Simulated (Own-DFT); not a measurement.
# Computed records: Hf₃₆O₇₁ (tetragonal hafnia with one neutral oxygen vacancy, atoms displaced)

Computed with Own-DFT development build. A calculation, not a measurement: plane-wave PBE and HSE06 DFT by an unreviewed code, no spin, of a simulated cell at Gamma alone, so results move with cell size and shape, stress positive in tension, energies less offsets, not probed for a lower state with spin; hafnium file: forces about 75 meV/angstrom off all-electron values; oxygen file: force components 24 meV/angstrom off all-electron in a glass; k mesh not checked against a denser one; forces and stress are PBE's, HSE06 gives the energy alone, and its difference from PBE has offsets of its own; offsets are fitted by least squares, one for each functional and potential file, so energies compare only between cells with the same atoms and settings and are not formation energies; the far tail of each file's local potential was reset to the Coulomb form; each entry is a single point on an unrelaxed cell, so the pressure reflects the starting lattice, taken from the Materials Project, from which strain is counted, and rises with the displacements; printed positions are rounded, which can move forces by about a meV/angstrom; the program is a retired in-house code; no spin-orbit coupling.

### Hf₃₆O₇₁ (tetragonal hafnia with one neutral oxygen vacancy, atoms displaced)

```
Hf36O71
1.0
     10.7800     0.0000     0.0000
      0.0000    10.7800     0.0000
      0.0000     0.0000    10.4493
Hf O Hf O Hf O Hf O Hf O Hf O Hf O Hf O Hf O Hf O Hf O Hf O Hf O Hf O Hf O Hf O Hf O Hf O
2 4 2 4 2 3 2 4 2 4 2 4 2 4 2 4 2 4 2 4 2 4 2 4 2 4 2 4 2 4 2 4 2 4 2 4
Direct
  0.00683 0.99797 0.00003
  0.17400 0.15899 0.24883
  0.99727 0.17120 0.14754
  0.17148 0.00083 0.35098
  0.00441 0.17188 0.41136
  0.15866 0.00052 0.10392
  0.00436 0.00482 0.49500
  0.16653 0.16316 0.75319
  0.99892 0.16055 0.65028
  0.16185 0.00712 0.84006
  0.99594 0.17260 0.90582
  0.17117 0.99110 0.59594
  0.00297 0.32565 0.00787
  0.16950 0.49810 0.24974
  0.00161 0.50713 0.15973
  0.16282 0.34077 0.35029
  0.99994 0.49651 0.40435
  0.99984 0.33998 0.49641
  0.15898 0.50741 0.74790
  0.01042 0.49666 0.65949
  0.16121 0.33678 0.84732
  0.99397 0.50046 0.89301
  0.16295 0.33096 0.60111
  0.99736 0.67072 0.00157
  0.16281 0.83776 0.24744
  0.99749 0.82840 0.15241
  0.16945 0.65858 0.34584
  0.99712 0.83586 0.40308
  0.16010 0.66344 0.09618
  0.00577 0.66858 0.50367
  0.16567 0.83600 0.74593
  0.99922 0.83326 0.64733
  0.16495 0.66148 0.85793
  0.99646 0.84250 0.90127
  0.16135 0.66667 0.59862
  0.32057 0.99627 0.99510
  0.50618 0.16668 0.25063
  0.33529 0.16350 0.14415
  0.49688 0.01029 0.35087
  0.33353 0.16840 0.39608
  0.49813 0.00282 0.09872
  0.32951 0.00300 0.49865
  0.50181 0.16579 0.75144
  0.33451 0.16585 0.64775
  0.50421 0.99984 0.85236
  0.33256 0.15793 0.90240
  0.49815 0.99997 0.59856
  0.33548 0.33527 0.00835
  0.49974 0.49500 0.25498
  0.33071 0.48842 0.15562
  0.50065 0.33408 0.34864
  0.33518 0.50058 0.40013
  0.49981 0.33265 0.09930
  0.33621 0.34054 0.49791
  0.49867 0.50609 0.75046
  0.33871 0.50166 0.65319
  0.50623 0.33825 0.85088
  0.31456 0.50209 0.90558
  0.50233 0.32912 0.58804
  0.34040 0.67384 0.00010
  0.50000 0.83474 0.24432
  0.32908 0.83437 0.14782
  0.50202 0.66471 0.33852
  0.33501 0.83268 0.40265
  0.50463 0.66505 0.09819
  0.32965 0.66161 0.50178
  0.49842 0.83457 0.74346
  0.33484 0.83427 0.64933
  0.49685 0.66720 0.85228
  0.33686 0.83722 0.90684
  0.49467 0.66819 0.59723
  0.67276 0.00717 0.98883
  0.82691 0.16843 0.24911
  0.67597 0.15953 0.15338
  0.82856 0.99978 0.34147
  0.66721 0.17225 0.39921
  0.82970 0.99528 0.09157
  0.66975 0.99590 0.50226
  0.83692 0.17015 0.75721
  0.65741 0.16447 0.66113
  0.84095 0.99307 0.85152
  0.67557 0.16676 0.89066
  0.83353 0.99846 0.59523
  0.66028 0.33212 0.00549
  0.83385 0.51255 0.26006
  0.67039 0.49880 0.15168
  0.84119 0.33720 0.34677
  0.66638 0.50044 0.40791
  0.82788 0.33397 0.09149
  0.66275 0.33824 0.50603
  0.84314 0.49906 0.74127
  0.66086 0.51305 0.65224
  0.83372 0.32577 0.84803
  0.66923 0.49131 0.90239
  0.83197 0.32908 0.58915
  0.66823 0.67391 0.99684
  0.82770 0.84086 0.25030
  0.67176 0.83609 0.14849
  0.82482 0.66662 0.34390
  0.67699 0.82645 0.40443
  0.83587 0.65920 0.09950
  0.67173 0.66621 0.50054
  0.83366 0.83829 0.75543
  0.67223 0.83033 0.65597
  0.84018 0.67046 0.85338
  0.66585 0.83233 0.89523
  0.84709 0.66746 0.58579
```

- first functional: PBE
- second functional: HSE06
- exact exchange share: 0.25
- screening: 0.11 1/bohr
- exchange divergence: Gygi-Baldereschi
- potential files: PseudoDojo norm-conserving, scalar-relativistic, made for PBE, standard set
- wave cutoff: 48 hartree
- occupations: fixed
- k mesh: 1 x 1 x 1 centred on Gamma
- PBE energy of cell above offsets: -95.676 eV
- HSE06 less PBE above offsets: 0.122 eV
- PBE pressure: 2.65 GPa
- PBE stress xx: -2.92 GPa
- PBE stress yy: -2.03 GPa
- PBE stress zz: -2.99 GPa
- PBE stress yz: -0.03 GPa
- PBE stress xz: -0.63 GPa
- PBE stress xy: 0.15 GPa

Force:
```csv
element,x (eV/Å),y (eV/Å),z (eV/Å)
Hf,-3.248,1.321,-0.175
Hf,-0.463,2.875,-0.025
O,0.701,-0.151,1.125
O,-0.464,-0.653,-0.16
O,0.111,-1.245,-1.363
O,1.373,-0.308,0.32
Hf,-0.734,0.16,1.457
Hf,0.245,4.314,-1.855
O,0.487,-0.424,0.986
O,0.053,-2.999,2.045
O,0.358,-2.129,-0.591
O,-1.081,0.158,0.355
Hf,-0.244,1.971,-0.195
Hf,-1.397,0.132,-0.712
O,-0.092,-0.934,-0.498
O,0.638,-1.748,-0.697
O,-0.352,2.535,0.346
Hf,0.633,-1.61,0.24
Hf,3.733,-1.771,3.396
O,-3.8,0.043,-3.096
O,0.178,-1.14,0.366
O,-0.189,-0.104,1.073
O,1.174,0.321,-0.792
Hf,0.201,-1.548,-0.404
Hf,0.073,-2.261,0.639
O,0.138,0.706,0.037
O,-0.069,2.154,0.665
O,0.484,-0.36,-0.547
O,1.987,0.786,0.268
Hf,0.12,0.491,-2.683
Hf,-0.606,-0.927,-0.068
O,0.663,0.031,1.006
O,-0.175,2.782,-1.679
O,1.234,-1.402,-0.148
O,1.871,0.113,1.04
Hf,2.771,1.854,1.465
Hf,-0.603,-0.394,-0.28
O,-0.495,0.441,0.986
O,0.638,-2.165,-0.292
O,-0.528,0.591,0.087
O,0.249,-0.404,-0.395
Hf,1.621,0.188,-0.233
Hf,-1.473,0.084,0.533
O,-0.323,-0.137,0.449
O,-0.061,-0.259,-0.935
O,-0.227,1.333,-0.238
O,0.566,-0.772,-0.065
Hf,-1.816,0.144,-1.509
Hf,1.006,0.863,-1.362
O,1.067,-0.148,-0.55
O,-0.129,-0.261,0.038
O,0.412,0.246,0.294
O,0.007,-0.39,0.925
Hf,-1.588,-1.753,0.63
Hf,0.605,-0.66,1.068
O,-1.197,-0.066,-0.742
O,-0.964,-0.771,-0.624
O,1.81,-0.161,0.825
O,-1.166,0.458,1.58
Hf,-1.791,-1.884,0.102
Hf,-0.283,0.458,0.251
O,0.276,-0.13,0.449
O,0.008,0.682,0.71
O,0.055,-0.214,-0.144
O,-0.682,0.569,-0.156
Hf,0.496,1.079,-0.763
Hf,0.791,0.531,0.546
O,-0.962,-0.361,0.79
O,-0.15,0.255,-0.342
O,-0.555,-0.614,-1.657
O,0.8,0.482,-0.246
Hf,-1.473,-1,0.795
Hf,2.115,1.799,0.791
O,-2.607,0.165,-1.342
O,0.205,1.059,0.905
O,0.194,-0.545,0.619
O,1.709,0.052,0.351
Hf,-0.47,0.977,-0.07
Hf,-0.247,-0.692,-1.226
O,2.369,-0.061,-1.617
O,-0.771,2.039,-0.195
O,-0.625,-0.103,1.697
O,-0.093,-0.019,-0.265
Hf,1.93,1.341,-1.387
Hf,0.242,-3.09,-2.78
O,-1.169,-0.16,0.974
O,-0.451,-0.526,-0.461
O,-0.104,-0.001,-0.342
O,0.854,-0.559,0.335
Hf,1.219,-1.023,-1.523
Hf,-1.215,-0.391,2.961
O,1.384,-0.375,0.011
O,0.261,2.162,-1.126
O,0.033,1.966,0.079
O,-0.032,0.808,1.758
Hf,1.065,-2.159,0.406
Hf,0.817,-1.429,-0.573
O,-1.497,-0.505,0.083
O,0.255,2.1,1.32
O,-0.932,1.862,-0.283
O,-1.023,0.663,-0.292
Hf,-0.46,-0.475,0.378
Hf,0.683,-1.009,-0.667
O,-0.967,-0.123,-0.867
O,-0.646,-0.198,-1.421
O,0.143,0.562,0.399
O,-2.413,-1.009,1.705
```
